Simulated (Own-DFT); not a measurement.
# Response to strain: bcc Nb, 36 atoms (Nb36)

All numbers below are calculated, not measured. They come from Own-DFT, an in-house plane-wave density functional program, since retired, whose code no person has reviewed. Each row is one single-point run on a periodic cell that was not relaxed, without spin or spin-orbit coupling.

Settings of every run: PBE; PseudoDojo norm-conserving scalar-relativistic files; cutoff 42 hartree; 4 x 4 x 5 k mesh centred on Gamma; cold (Marzari-Vanderbilt) smearing of 0.2 eV.

Known limits: forces on such cells failed a check on a denser k mesh; stress not checked against mesh or cutoff.

Unstrained cell vectors in Å: (9.901, 0.000, 0.000); (0.000, 9.901, 0.000); (0.000, 0.000, 6.601). The unstrained cell has measured lattice constants (interpolated for alloys), not those of this functional. That, the random moves and any unrelaxed bonds set the pressure at no strain. Each run strains this cell uniformly, with the atoms carried along. Every atom was also moved at random, by a Gaussian of width 0.05 Å on each axis. Strain is the symmetric tensor, in per cent. Stress is positive in tension, and the pressure is minus a third of its trace.

| run | e_xx (%) | e_yy (%) | e_zz (%) | e_yz (%) | e_xz (%) | e_xy (%) | s_xx (GPa) | s_yy (GPa) | s_zz (GPa) | s_yz (GPa) | s_xz (GPa) | s_xy (GPa) | P (GPa) | E (meV/atom) |
|---|---|---|---|---|---|---|---|---|---|---|---|---|---|---|
| 1 | 1.25 | -1.26 | -1.69 | 0.13 | 0.59 | -0.20 | -3.51 | -6.72 | -7.05 | 0.01 | 0.29 | 0.06 | 5.76 | 22.6 |
| 2 | 0.24 | 1.52 | -0.92 | -0.54 | 0.44 | -1.63 | -1.19 | 0.36 | -2.64 | -0.19 | 0.19 | -0.54 | 1.15 | 5.9 |
| 3 | 1.43 | -0.11 | 1.61 | 0.68 | -1.16 | -1.00 | 2.81 | 1.27 | 2.87 | 0.18 | -0.54 | -0.14 | -2.32 | 9.4 |
| 4 | -0.82 | 1.16 | -0.77 | -1.97 | 0.89 | -1.35 | -4.31 | -1.80 | -4.11 | -0.71 | 0.31 | -0.48 | 3.41 | 9.6 |
| 5 | -0.96 | -0.02 | -1.89 | -0.98 | -1.55 | 1.46 | -7.94 | -6.83 | -9.09 | -0.39 | -0.49 | 0.53 | 7.95 | 23.3 |
| 6 | -1.92 | -1.31 | -0.80 | -1.51 | -0.42 | 0.63 | -10.79 | -10.03 | -9.38 | -0.47 | -0.27 | 0.13 | 10.07 | 32.3 |
| 7 | 1.47 | -1.40 | -1.96 | -0.22 | -0.82 | -1.62 | -3.24 | -6.84 | -7.61 | 0.10 | -0.21 | -0.47 | 5.90 | 12.2 |
| 8 | 0.44 | -0.23 | 0.13 | 0.07 | -0.29 | -0.87 | -1.85 | -2.50 | -2.03 | 0.08 | -0.09 | -0.26 | 2.13 | 10.3 |
| 9 | 1.26 | -0.76 | -0.73 | -1.11 | 1.22 | -0.39 | -1.45 | -3.75 | -3.56 | -0.29 | 0.31 | -0.17 | 2.92 | 7.0 |
| 10 | -0.40 | 1.32 | -0.55 | 0.54 | -0.20 | 1.03 | -2.55 | -0.71 | -2.80 | 0.09 | 0.01 | 0.36 | 2.02 | 7.7 |
| 11 | 0.03 | -0.71 | 1.68 | 1.87 | -0.26 | 1.85 | -1.38 | -1.88 | 0.70 | 0.46 | 0.04 | 0.46 | 0.85 | 4.2 |
| 12 | 0.09 | -0.79 | 1.82 | 0.03 | 1.71 | -1.51 | -1.26 | -2.21 | 1.11 | -0.03 | 0.55 | -0.25 | 0.79 | 9.5 |
| 13 | -1.69 | -1.23 | 0.33 | 1.13 | 0.39 | 1.10 | -8.43 | -7.85 | -5.74 | 0.49 | 0.26 | 0.18 | 7.34 | 22.9 |
| 14 | 1.71 | 0.79 | -1.03 | -0.09 | -0.79 | 0.83 | 1.32 | 0.27 | -1.62 | -0.19 | -0.24 | 0.37 | 0.01 | 7.2 |
| 15 | -0.05 | 0.76 | 0.07 | -1.13 | 0.60 | -0.26 | -1.45 | -0.48 | -1.06 | -0.35 | 0.16 | -0.11 | 1.00 | 0.0 |
| 16 | -1.11 | 0.84 | 1.04 | 1.35 | -1.54 | -1.15 | -2.46 | -0.59 | -0.16 | 0.59 | -0.48 | -0.34 | 1.07 | 3.5 |
| 17 | 1.84 | -0.08 | 1.11 | -0.03 | 0.21 | -0.23 | 3.33 | 1.41 | 2.59 | -0.03 | 0.14 | 0.03 | -2.44 | 1.2 |
| 18 | 0.27 | 0.28 | 1.75 | 0.62 | 1.92 | 0.04 | ? | ? | ? | ? | ? | ? | ? | ? |

E is the free energy for each atom above the lowest run shown.

## Worked fit

Each stress component was fitted by least squares to a constant and the strains of the runs shown, as fractions, with shears doubled. Shear strains stay in the fit of a normal stress only where such slopes are resolved. The slopes, in GPa:

```
stress,at no strain,per e_xx,per e_yy,per e_zz,scatter
s_xx,-2.7,258 ± 4,144 ± 5,134 ± 4,0.21
s_yy,-2.7,144 ± 3,261 ± 3,142 ± 3,0.14
s_zz,-2.6,138 ± 5,143 ± 6,256 ± 4,0.22
```

Each shear stress against twice its own strain: yz 18 ± 1, xz 19 ± 1, xy 15 ± 1 GPa. These are stiffnesses along x, y and z of the frame in which the cell vectors are given, which need not be the crystal's axes. The atoms are held to the strained lattice; where symmetry lets them move under strain, relaxing them would lower some slopes. The table should be nearly symmetric about its diagonal, and what it lacks of that shows the noise. A ninth of its sum, 180 ± 2 GPa, estimates the bulk modulus near the mean pressure of these runs, 2.8 GPa, so it lies above the value at zero pressure.

## Withheld run

Question: what normal stresses and pressure should run 18 give?

The fit gives s_xx = 0.7, s_yy = 0.9, s_zz = 2.6 and P = -1.4 GPa. The calculation gave 0.74, 0.69, 2.50 and P = -1.31 GPa.
